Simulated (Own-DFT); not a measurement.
# How much smaller does PBEsol make it? L1_0 TiAl, 32 atoms (Al16Ti16)

Everything here is calculated. The program is Own-DFT (plane waves, in-house, since retired, never reviewed by a person); positions were held fixed, and spin and spin-orbit coupling were off.

Known weak points: forces on such cells failed a check on a denser k mesh; stress not checked against mesh or cutoff.

Each geometry was run with PBE and with PBEsol, otherwise alike: PseudoDojo norm-conserving scalar-relativistic files made for PBE; cutoff 42 hartree; 4 x 4 x 4 k mesh centred on Gamma; cold (Marzari-Vanderbilt) smearing of 0.2 eV. Unstrained cell vectors in Å: (5.622, 5.621, 0.000); (-5.622, 5.621, 0.000); (0.000, 0.000, 8.133). Each has a uniform strain, of which the change of volume is shown, and random moves of rms u per axis.

| run | volume change (%) | u (Å) | P with PBE (GPa) | P with PBEsol (GPa) |
|---|---|---|---|---|
| 1 | 1.12 | 0.0496 | 0.59 | -2.21 |
| 2 | 0.44 | 0.0508 | 1.33 | -1.50 |
| 3 | 1.97 | 0.0522 | -0.34 | -3.10 |
| 4 | -2.44 | 0.0522 | 5.02 | 2.06 |
| 5 | -0.58 | 0.0508 | 2.55 | -0.32 |
| 6 | 3.25 | 0.0562 | -1.45 | -4.16 |
| 7 | 1.34 | 0.0435 | 0.13 | -2.66 |
| 8 | -0.64 | 0.0451 | 2.49 | -0.38 |
| 9 | 0.06 | 0.0477 | 1.92 | -0.93 |
| 10 | 1.50 | 0.0529 | 0.31 | -2.47 |
| 11 | 1.45 | 0.0483 | 0.12 | -2.67 |
| 12 | -1.28 | 0.0516 | 3.47 | ? |

Asked: by how much does PBEsol shrink this cell, and what belongs in the blank?

## Worked answer

Write v for the change of volume as a fraction. Fitted to v and u², the PBE pressure has a slope of -118 ± 2 GPa in v, with the ions held to the strained lattice. The difference PBEsol less PBE is -2.85 + 4.4 v GPa (slope ± 0.1) and averages -2.82 GPa. Divided by the mean slope of the two, 116 GPa, that makes PBEsol's volume at a given pressure, near 0 GPa, about 2.4 % smaller, or 0.81 % in lengths. At one volume PBEsol's slope is the smaller by 4 GPa, but its pressure there is lower too. If stiffness rises by about 4 GPa for each GPa, PBEsol at equal pressure is stiffer by about 7 GPa. Files made for PBEsol would give a different shift.

For run 12 the line gives 0.56 GPa. The run itself gave 0.57 GPa.
